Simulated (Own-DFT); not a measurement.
# Which defects push the lattice out? monoclinic HfO2

No measurement is shown. These are fixed-geometry runs of a retired plane-wave code named Own-DFT, which no person has reviewed; spin and spin-orbit coupling are neglected.

All runs used: PBE; PseudoDojo norm-conserving scalar-relativistic files; cutoff 72 hartree; 2 x 2 x 2 k mesh centred on Gamma; Fermi-Dirac smearing of 0.1 eV.

Limits (not all hold for every row): not probed for a lower state with spin; hafnium file: forces about 75 meV/angstrom off all-electron values; oxygen file: force components 24 meV/angstrom off all-electron in a glass; forces on such cells passed a denser k mesh, each cell not checked; stress not checked against mesh or cutoff.

All runs share one cell, with vectors in Å (10.234, 0.000, 0.000); (0.000, 10.350, 0.000); (-1.696, 0.000, 10.445) and a volume of 1106.4 Å³. u is the rms random offset of the atoms per axis. The defect's site can differ from row to row.

```
                                      cell     formula   u (Å)  P (GPa)
                                 no defect     Hf32O64  0.0199     3.85
                                 no defect     Hf32O64  0.0213     4.00
                                 no defect     Hf32O64  0.0455     5.35
                  two Al on a Hf site each  Al2Hf30O64  0.0301     2.69
                  two Al on a Hf site each  Al2Hf30O64  0.0307     2.81
                  two Al on a Hf site each  Al2Hf30O64  0.0519     4.57
two Al on a Hf site each and one O vacancy  Al2Hf30O63  0.0289     1.94
two Al on a Hf site each and one O vacancy  Al2Hf30O63  0.0294     1.66
two Al on a Hf site each and one O vacancy  Al2Hf30O63  0.0518     3.64
two Al on a Hf site each and one O vacancy  Al2Hf30O63  0.0526        ?
                             one O vacancy     Hf32O63  0.0305     4.18
                             one O vacancy     Hf32O63  0.0468     4.90
                             one O vacancy     Hf32O63  0.0482     5.01
                           two O vacancies     Hf32O62  0.0310     3.62
                           two O vacancies     Hf32O62  0.0324     3.94
                           two O vacancies     Hf32O62  0.0508     4.23
```

## Fit

P = P0 + c u² + a shift for each defect gives P0 = 3.62 GPa, c = 794 ± 99 GPa/Å² and a scatter of 0.30 GPa. The shifts, and each times the cell's volume:

- one O vacancy: -0.37 ± 0.26 GPa, -2.5 eV (not resolved)
- two O vacancies: -0.91 ± 0.25 GPa, -6.3 eV (-3.1 eV for each of its 2 sites)
- two Al on a Hf site each: -1.47 ± 0.25 GPa, -10.2 eV (-5.1 eV for each of its 2 sites)
- two Al on a Hf site each and one O vacancy: -2.37 ± 0.25 GPa, -16.4 eV

Against the defect-free cell, a freed cell would be larger where the shift is positive and smaller where it is negative (160.2 GPa Å³ is 1 eV). The atoms around the defects weren't relaxed, which would change these numbers.

## Prediction

Question: what pressure belongs in the blank (two Al on a Hf site each and one O vacancy, u = 0.0526 Å)?

The fit gives 3.45 ± 0.37 GPa. Computed: 3.44 GPa.
